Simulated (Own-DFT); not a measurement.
# Point defects and the pressure they add: diamond germanium

No measurement is shown. These are fixed-geometry runs of a retired plane-wave code named Own-DFT, which no person has reviewed; spin and spin-orbit coupling are neglected.

All runs used: PBE; PseudoDojo norm-conserving scalar-relativistic files; cutoff 42 hartree; 5 x 5 x 5 k mesh centred on Gamma; Fermi-Dirac smearing of 0.1 eV.

Keep in mind (not all hold for every row): not probed for a lower state with spin; k mesh not checked against a denser one; stress not checked against mesh or cutoff.

All runs share one cell, with vectors in Å (0.000, 5.658, 5.658); (5.658, 0.000, 5.658); (5.658, 5.658, 0.000) and a volume of 362.3 Å³. u is the rms random offset of the atoms per axis. The defect's site can differ from row to row.

```
          cell  formula   u (Å)  P (GPa)
     no defect     Ge16  0.0197     3.90
     no defect     Ge16  0.0214     3.91
     no defect     Ge16  0.0462     4.28
one Ge vacancy     Ge15  0.0261     2.72
one Ge vacancy     Ge15  0.0283     2.62
one Ge vacancy     Ge15  0.0344     2.88
  one added Ge     Ge17  0.0280    10.58
  one added Ge     Ge17  0.0293    10.61
  one added Ge     Ge17  0.0406        ?
  one added Ge     Ge17  0.0565    12.55
```

## Analysis

P = P0 + c u² + a shift for each defect gives P0 = 3.42 GPa, c = 612 ± 129 GPa/Å² and a scatter of 0.31 GPa. The shifts, and each times the cell's volume:

- one added Ge: 6.84 ± 0.27 GPa, 15.5 eV
- one Ge vacancy: -1.23 ± 0.26 GPa, -2.8 eV

Against the defect-free cell, a freed cell would be larger where the shift is positive and smaller where it is negative (160.2 GPa Å³ is 1 eV). The atoms around the defects weren't relaxed, which would change these numbers.

## Check

Asked: what pressure belongs in the blank (one added Ge, u = 0.0406 Å)?

Estimate: 11.27 ± 0.36 GPa. Computed: 11.92 GPa.
